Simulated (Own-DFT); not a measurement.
# One trend across several semiconductors

The numbers are computed, not measured, by runs of the plane-wave DFT program Own-DFT (in-house, retired, unreviewed) at fixed positions, with no spin and no spin-orbit coupling.

Known weak points (not all hold for every row): forces on such cells moved up to 12 meV/angstrom on a denser k mesh; forces not confirmed at this smearing and k mesh; k mesh not checked against a denser one; forces on such cells passed a denser k mesh, each cell not checked; stress not checked against mesh or cutoff.

All runs are PBE with PseudoDojo norm-conserving files; cutoff and k mesh are each material's own. Every cell starts from measured lattice constants and was given uniform random strains and small random moves of its atoms. Each triple is the change of volume in per cent, the rms move u in Å and the pressure in GPa.

- 4H SiC (C36Si36), 10.36 Å³/atom unstrained: (-1.79, 0.045, 8.97); (-1.15, 0.050, 7.82); (-0.93, 0.051, 7.88); (0.16, 0.050, 4.63); (1.10, 0.049, 2.99); (1.61, 0.048, 1.84); (2.40, 0.051, 0.03)
- wurtzite AlN (Al36N36), 10.45 Å³/atom unstrained: (-1.75, 0.053, 9.93); (-0.24, 0.045, 5.88); (0.05, 0.045, 5.27); (0.16, 0.049, 5.74); (2.41, 0.047, 0.71); (2.82, 0.048, 0.09); (3.54, 0.051, -0.78)
- wurtzite GaN (Ga48N48), 11.42 Å³/atom unstrained: (-2.29, 0.053, 12.74); (-1.63, 0.052, 11.00); (-1.41, 0.053, 10.09); (-0.57, 0.050, 8.87); (-0.17, 0.047, 7.95); (0.54, 0.051, 6.24); (2.81, 0.052, 2.26)
- diamond silicon (Si64), 20.02 Å³/atom unstrained: withheld
- zincblende GaP (Ga32P32), 20.24 Å³/atom unstrained: (-3.93, 0.054, 7.71); (-2.45, 0.050, 5.59); (0.00, 0.052, 3.40); (0.02, 0.052, 3.50); (0.61, 0.052, 2.92); (1.83, 0.051, 2.07); (1.84, 0.053, 1.86)
- zincblende GaAs (As32Ga32), 22.58 Å³/atom unstrained: (-2.15, 0.053, 5.94); (-1.20, 0.046, 4.80); (-1.17, 0.049, 5.17); (-0.47, 0.049, 4.60); (-0.41, 0.052, 4.31); (1.80, 0.050, 2.78); (2.04, 0.051, 2.71)
- grey tin (Sn64), 34.15 Å³/atom unstrained: (-2.60, 0.050, 5.20); (-0.15, 0.051, 3.89); (0.08, 0.050, 3.87); (0.18, 0.045, 3.67); (0.25, 0.051, 3.65); (1.66, 0.048, 2.85); (1.80, 0.049, 2.73)

## Worked fit

Fit a line to each set against the fractional change of volume; B is minus its slope, and u is nearly the same within a set. To take it to zero pressure, assume that B rises by 4 GPa for each GPa: B0 = B - 4 x (mean pressure). The bond length of an ideal tetrahedral crystal with the unstrained volume v is d = (√3/4)(8 v)^(1/3). Cohen's empirical rule reads B0 = (1971 - 220 L) d^(-3.5) GPa, with L = 0 for group IV crystals and SiC and 1 for III-V compounds.

```
                  material  L  d (Å)   B (GPa)  mean P (GPa)  B0 (GPa)  rule (GPa)
          4H SiC (C36Si36)  0  1.888   219 ± 8           4.9   199 ± 8         213
    wurtzite AlN (Al36N36)  1  1.893  201 ± 10           3.8  186 ± 10         188
    wurtzite GaN (Ga48N48)  1  1.950   201 ± 8           8.5   168 ± 8         169
    diamond silicon (Si64)  0  2.352         ?             ?         ?          99
  zincblende GaP (Ga32P32)  1  2.360    96 ± 5           3.9    81 ± 5          87
zincblende GaAs (As32Ga32)  1  2.448    76 ± 4           4.3    58 ± 4          76
           grey tin (Sn64)  0  2.810    56 ± 2           3.7    41 ± 2          53
```

A line through ln[B0/(1971 - 220 L)] against ln d has a slope of -4.1 ± 0.2 and a scatter of 7 %. Against the rule, B0 stands at 93 % for 4H SiC, 99 % for wurtzite AlN, 99 % for wurtzite GaN, 93 % for zincblende GaP, 76 % for zincblende GaAs, 77 % for grey tin. PBE tends to make silicon and heavier crystals too soft, and the rule itself is only a guide.

## Prediction

Asked: what B0 does the fitted trend give for diamond silicon (Si64)?

The straight line predicts 85 GPa. Its own runs give B = 92 ± 3 GPa at a mean pressure of 2.7 GPa, so B0 = 81 GPa.
